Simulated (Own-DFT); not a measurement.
# Point defects and the pressure they add: zincblende GaAs

Calculated, not measured: single-point runs of Own-DFT, a retired in-house plane-wave DFT program that no person has reviewed, on unrelaxed cells, without spin or spin-orbit coupling.

All runs used: PBE; PseudoDojo norm-conserving scalar-relativistic files; cutoff 42 hartree; 3 x 3 x 3 k mesh centred on Gamma; Fermi-Dirac smearing of 0.1 eV.

Keep in mind (not all hold for every row): not probed for a lower state with spin; forces not confirmed at this smearing and k mesh; stress not checked against mesh or cutoff.

All runs share one cell, with vectors in Å (11.737, 0.000, 0.000); (0.000, 11.737, 0.000); (0.000, 0.000, 10.919) and a volume of 1504.3 Å³, strained against the parent crystal. u is the rms random offset of the atoms per axis. The defect's site can differ from row to row.

| cell | formula | u (Å) | P (GPa) |
|---|---|---|---|
| no defect | As32Ga32 | 0.0293 | 0.76 |
| no defect | As32Ga32 | 0.0295 | 0.76 |
| no defect | As32Ga32 | 0.0539 | 1.12 |
| one Al on a Ga site | AlAs32Ga31 | 0.0292 | 0.73 |
| one Al on a Ga site | AlAs32Ga31 | 0.0296 | 0.74 |
| one Al on a Ga site | AlAs32Ga31 | 0.0467 | 0.98 |
| one In on a Ga site | As32Ga31In | 0.0291 | 1.35 |
| one In on a Ga site | As32Ga31In | 0.0299 | 1.30 |
| one In on a Ga site | As32Ga31In | 0.0483 | 1.60 |
| one In on a Ga site | As32Ga31In | 0.0489 | ? |
| one P on an As site | As31Ga32P | 0.0292 | 0.51 |
| one P on an As site | As31Ga32P | 0.0508 | 0.78 |
| one P on an As site | As31Ga32P | 0.0511 | 0.95 |
| one As vacancy and one Ga vacancy | As31Ga31 | 0.0275 | 0.39 |
| one As vacancy and one Ga vacancy | As31Ga31 | 0.0316 | 0.53 |
| one As vacancy and one Ga vacancy | As31Ga31 | 0.0506 | 0.91 |

## Fit

P = P0 + c u² + a shift for each defect gives P0 = 0.56 GPa, c = 204 ± 19 GPa/Å² and a scatter of 0.06 GPa. The shifts, and each times the cell's volume:

- one In on a Ga site: 0.57 ± 0.05 GPa, 5.4 eV
- one Al on a Ga site: -0.01 ± 0.05 GPa, -0.1 eV (not resolved)
- one P on an As site: -0.23 ± 0.05 GPa, -2.1 eV
- one As vacancy and one Ga vacancy: -0.25 ± 0.05 GPa, -2.3 eV

A positive shift means that the defect pushes the cell outwards. Shift times volume (160.2 GPa Å³ is 1 eV) depends little on the cell's size, so, taken for each site, it can be compared between cells at like pressure. The atoms around the defects weren't relaxed, which would change these numbers.

## The run left out

The question: what pressure belongs in the blank (one In on a Ga site, u = 0.0489 Å)?

From the fit: 1.63 ± 0.07 GPa. The calculation gave 1.58 GPa.
